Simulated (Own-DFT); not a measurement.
# Response to strain: 4H SiC, 72 atoms (C36Si36)

These are calculations, not measurements. The program, named Own-DFT, is a retired in-house plane-wave density functional code that no person has reviewed. Each row is one single-point run on a periodic cell that was not relaxed, without spin or spin-orbit coupling.

Settings of every run: PBE; PseudoDojo norm-conserving scalar-relativistic files; cutoff 42 hartree; 4 x 4 x 3 k mesh centred on Gamma; Fermi-Dirac smearing of 0.1 eV.

Known limits: forces on such cells passed a denser k mesh, each cell not checked; stress not checked against mesh or cutoff.

Unstrained cell vectors in Å: (9.248, 0.000, 0.000); (-4.624, 8.009, 0.000); (0.000, 0.000, 10.068). The unstrained cell has measured lattice constants (interpolated for alloys), not those of this functional. That, the random moves and any unrelaxed bonds set the pressure at no strain. Each run strains this cell uniformly, with the atoms carried along. Every atom was also moved at random, by a Gaussian of width 0.05 Å on each axis. Strain is the symmetric tensor, in per cent. Stress is positive in tension, and the pressure is minus a third of its trace.

```
run,e_xx (%),e_yy (%),e_zz (%),e_yz (%),e_xz (%),e_xy (%),s_xx (GPa),s_yy (GPa),s_zz (GPa),s_yz (GPa),s_xz (GPa),s_xy (GPa),P (GPa),E (meV/atom)
1,-0.06,-0.18,-1.10,-1.62,-0.32,-1.21,-5.57,-6.57,-15.83,-4.64,-1.13,-6.27,9.32,55.1
2,-0.14,-0.41,1.40,1.86,1.48,-0.10,-5.35,-7.21,1.10,5.47,5.37,-1.69,3.82,25.4
3,0.61,1.99,-1.56,0.73,-0.13,1.90,-0.83,3.77,-13.98,2.58,0.13,8.97,3.68,44.1
4,-1.06,1.27,0.61,-1.55,-0.62,-1.65,-10.16,0.82,-1.98,-4.82,-1.59,-7.13,3.77,26.8
5,0.51,1.31,1.12,1.35,-0.80,1.49,-0.80,2.70,1.97,3.97,-2.86,6.50,-1.29,2.2
6,1.14,-1.48,0.55,-0.47,0.16,0.24,0.74,-10.57,-3.58,-0.84,0.11,0.54,4.47,6.9
7,1.64,-1.21,0.02,-0.52,0.85,1.65,1.55,-8.42,-5.50,-1.82,3.39,6.99,4.12,19.6
8,-1.87,1.14,-0.41,-1.82,0.91,1.84,-15.71,-0.11,-9.99,-5.98,2.72,8.08,8.60,52.2
9,0.11,0.01,-0.66,1.26,-0.92,-1.99,-5.63,-6.32,-9.60,5.86,-2.08,-9.39,7.18,55.5
10,-1.53,-0.83,-0.86,1.20,1.81,1.35,-14.59,-13.67,-11.62,3.24,6.84,6.90,13.29,44.7
11,0.71,1.78,0.95,0.35,1.25,0.55,-1.37,6.21,0.45,1.07,3.65,3.95,-1.76,28.0
12,-0.56,-0.08,1.14,1.24,0.00,0.05,-6.71,-6.02,-0.71,5.49,0.26,-0.72,4.48,18.9
13,0.89,-1.22,-0.37,0.78,-1.27,-1.14,0.02,-11.15,-9.65,1.87,-4.31,-4.62,6.93,28.6
14,0.68,1.09,1.43,-1.44,0.63,-1.43,-0.36,0.21,3.41,-4.61,1.90,-6.84,-1.09,28.2
15,-0.25,0.41,0.55,0.71,0.10,0.08,-5.36,-1.78,-2.88,2.89,-0.15,1.19,3.34,0.0
16,0.62,0.83,1.99,-1.22,1.32,1.99,-0.29,-0.03,5.56,-4.48,5.28,8.70,-1.75,23.6
17,1.84,-1.38,1.64,-0.26,0.25,0.81,?,?,?,?,?,?,?,?
```

E is the free energy for each atom above the lowest run shown.

## Worked fit

Each stress component was fitted by least squares to a constant and the strains of the runs shown, as fractions, with shears doubled. Shear strains stay in the fit of a normal stress only where such slopes are resolved. The slopes, in GPa:

```
stress  at no strain  per e_xx  per e_yy  per e_zz  scatter
  s_xx          -5.2  538 ± 25   44 ± 21   48 ± 23     0.89
  s_yy          -5.3  114 ± 33  515 ± 29   58 ± 31     1.20
  s_zz          -6.6   54 ± 29   66 ± 25  600 ± 27     1.04
```

Each shear stress against twice its own strain: yz 164 ± 8, xz 172 ± 12, xy 224 ± 10 GPa. These are stiffnesses along x, y and z of the frame in which the cell vectors are given, which need not be the crystal's axes. The atoms are held to the strained lattice; where symmetry lets them move under strain, relaxing them would lower some slopes. The table should be nearly symmetric about its diagonal, and what it lacks of that shows the noise. A ninth of its sum, 226 ± 6 GPa, estimates the bulk modulus near the mean pressure of these runs, 4.2 GPa, so it lies above the value at zero pressure.

## Withheld run

Question: what normal stresses and pressure should run 17 give?

The fit gives s_xx = 4.9, s_yy = -9.4, s_zz = 3.3 and P = 0.4 GPa. The calculation gave 4.18, -11.28, 3.33 and P = 1.26 GPa.
